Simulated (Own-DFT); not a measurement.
# What random displacements cost in rutile TiO2, 72 atoms (O48Ti24)

These are calculations, not measurements. The program, named Own-DFT, is a retired in-house plane-wave density functional code that no person has reviewed. Each row is one single-point run on a periodic cell that was not relaxed, without spin or spin-orbit coupling.

Settings of every run: PBE; PseudoDojo norm-conserving scalar-relativistic files; cutoff 72 hartree; 3 x 3 x 3 k mesh centred on Gamma; Fermi-Dirac smearing of 0.1 eV.

Known limits: oxygen file: force components 24 meV/angstrom off all-electron in a glass; forces on such cells passed a denser k mesh, each cell not checked; stress not checked against mesh or cutoff.

Cell vectors in Å: (9.187, 0.000, 0.000); (0.000, 9.187, 0.000); (0.000, 0.000, 8.876). In each run every atom was moved at random and independently from its ideal site; u is the rms move along one axis. E is the free energy for each atom above the fitted value at u = 0, and F the rms of the force components.

| run | u (Å) | E (meV/atom) | F (eV/Å) | largest force (eV/Å) | P (GPa) |
|---|---|---|---|---|---|
| 1 | 0.0196 | 8.9 | 0.397 | 1.47 | 5.01 |
| 2 | 0.0198 | 8.1 | 0.384 | 1.86 | 4.91 |
| 3 | 0.0465 | ? | ? | ? | ? |
| 4 | 0.0491 | 50.8 | 0.903 | 2.94 | 6.36 |
| 5 | 0.0517 | 52.1 | 0.966 | 4.04 | 6.95 |
| 6 | 0.0788 | 130.0 | 1.659 | 7.46 | 10.80 |
| 7 | 0.0798 | 151.9 | 1.892 | 8.78 | 10.93 |
| 8 | 0.1147 | 299.7 | 2.858 | 14.46 | 17.24 |

## Worked fit

For small independent moves the energy grows as E = (3/2) K u², with K the mean stiffness felt by one atom. The runs with u up to 0.11 Å give K = 14.3 ± 0.6 eV/Å², with residuals divided by u² + 0.0006 Å², since the noise grows with the moves. The scatter is 4.4 meV/atom at u = 0.05 Å. The forces follow F = G u with G = 20.3 eV/Å²; no force at u = 0 is resolved. G exceeds K because the moves of its neighbours add to the force on an atom, and stiffness differs between atoms. The pressure follows P = 4.38 + 1015 u² GPa: at fixed volume, shortened bonds push harder than stretched ones pull.

## Withheld run

Question: what energy and rms force should run 3 give?

The fit gives 47 ± 4 meV/atom and about 0.94 eV/Å. The calculation gave 47.3 meV/atom and 1.003 eV/Å.
